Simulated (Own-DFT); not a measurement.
# A layer strained by its substrate: wurtzite AlGaN with randomly placed atoms, 72 atoms (Al27Ga9N36)

Calculated, not measured: single-point runs of Own-DFT, a retired in-house plane-wave DFT program that no person has reviewed, on unrelaxed cells, without spin or spin-orbit coupling.

All runs used: PBE; PseudoDojo norm-conserving scalar-relativistic files; cutoff 42 hartree; 4 x 4 x 3 k mesh centred on Gamma; Fermi-Dirac smearing of 0.1 eV.

Known weak points: forces on such cells passed a denser k mesh, each cell not checked; stress not checked against mesh or cutoff.

Unstrained cell vectors in Å: (9.394, 0.000, 0.000); (-4.697, 8.135, 0.000); (0.000, 0.000, 10.066). The unstrained cell has measured lattice constants (interpolated for alloys), not those of this functional. That, the random moves and any unrelaxed bonds set the pressure at no strain. Each run strains x and y alike by e, as a substrate would, and holds the height along z. All atoms carry random offsets, Gaussian with a width of 0.05 Å per axis. The random placing of the alloy's atoms differs from row to row. Stress is positive in tension.

```
e (%)  u (Å)  (s_xx + s_yy)/2 (GPa)  s_zz (GPa)
-3.00  0.047                 -26.63      -10.39
-2.75  0.051                 -25.44       -9.73
-2.50  0.049                 -22.90      -10.75
-2.25  0.045                 -20.14      -10.71
-0.75  0.051                      ?           ?
-0.50  0.048                  -8.95       -7.45
-0.25  0.049                  -7.55       -7.34
 2.00  0.052                   3.37       -3.25
 2.50  0.049                   6.50       -4.12
 2.75  0.052                   6.95       -3.77
```

## Worked fit

With e as a fraction, the in-plane stress is -6.0 + 576 e - 3819 e² GPa (errors 8 and 605, scatter 0.53), and s_zz is -6.9 + 130 e GPa (slope ± 11, scatter 0.70). At e = 0 the first slope is C11 + C12 and the second 2 C13, both with the ions held to the strained lattice and at the cell's own pressure. The term in e² is negative: the layer stiffens under compression and softens under tension. A free layer would change its height as e changes, and the in-plane slope would drop by 2 C13²/C33 to the biaxial modulus. At fixed height, a misfit of 1 % moves the in-plane stress by about 5.8 GPa and s_zz by 1.3 GPa.

## The run left out

Asked: what are the two stresses at e = -0.75 %?

The fit gives -10.6 and -7.9 GPa. The run itself gave -9.43 and -10.75 GPa. This run lies off the fit, by chance or by something that the fit leaves out.
